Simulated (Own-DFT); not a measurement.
# How strain changes the stress of wurtzite AlGaN with randomly placed atoms, 72 atoms (Al9Ga27N36)

Calculated results; nothing here was measured. They come from Own-DFT, an in-house plane-wave density functional program, since retired, whose code no person has reviewed. Each row is one single-point run on a periodic cell that was not relaxed, without spin or spin-orbit coupling.

Settings of every run: PBE; PseudoDojo norm-conserving scalar-relativistic files (stringent for Ga); cutoff 96 hartree; 4 x 4 x 3 k mesh centred on Gamma; Gaussian smearing of 0.01 eV.

Known limits: forces on such cells passed a denser k mesh, each cell not checked; stress not checked against mesh or cutoff.

Unstrained cell vectors in Å: (9.509, 0.000, 0.000); (-4.755, 8.235, 0.000); (0.000, 0.000, 10.268). The unstrained cell has measured lattice constants (interpolated for alloys), not those of this functional. That, the random moves and any unrelaxed bonds set the pressure at no strain. Each run strains this cell uniformly, with the atoms carried along. Every atom was also moved at random, by a Gaussian of width 0.05 Å on each axis. The random placing of the alloy's atoms differs from row to row. Strain is the symmetric tensor, in per cent. Stress is positive in tension, and the pressure is minus a third of its trace.

| run | e_xx (%) | e_yy (%) | e_zz (%) | s_xx (GPa) | s_yy (GPa) | s_zz (GPa) | P (GPa) | E (meV/atom) |
|---|---|---|---|---|---|---|---|---|
| 1 | 0.75 | 0.75 | 0.00 | -2.25 | -3.84 | -6.12 | 4.07 | 7.9 |
| 2 | 2.75 | 2.75 | 0.00 | 6.18 | 6.12 | -2.54 | -3.25 | 0.0 |
| 3 | -2.25 | -2.25 | 0.00 | -21.44 | -20.00 | -11.68 | 17.71 | 60.2 |
| 4 | 2.25 | 2.25 | 0.00 | 4.96 | 3.44 | -5.55 | -0.95 | 21.0 |
| 5 | -2.75 | -2.75 | 0.00 | -22.25 | -23.91 | -11.89 | 19.35 | 55.2 |
| 6 | 1.75 | 1.75 | 0.00 | 2.01 | 2.37 | -7.97 | 1.20 | 23.2 |
| 7 | 3.00 | 3.00 | 0.00 | 7.05 | 7.34 | -2.86 | -3.84 | 4.0 |
| 8 | 1.00 | 1.00 | 0.00 | -2.29 | -0.34 | -7.51 | 3.38 | 14.0 |
| 9 | -0.75 | -0.75 | 0.00 | ? | ? | ? | ? | ? |

E is the free energy for each atom above the lowest run shown.

## Worked fit

The change of volume is close to e_xx + e_yy + e_zz. A straight line through the runs shown gives P = 8.14 - 205 x (fractional change of volume) GPa, with an error of 5 on the slope and a scatter of 0.57 GPa. The strain isn't the same on all axes and the cell isn't cubic, so the slope belongs to this path and is not the bulk modulus.

## Withheld run

Question: what pressure should run 9 give? Its volume changes by -1.49 %.

The line gives 11.2 GPa. The calculation gave 10.20 GPa.
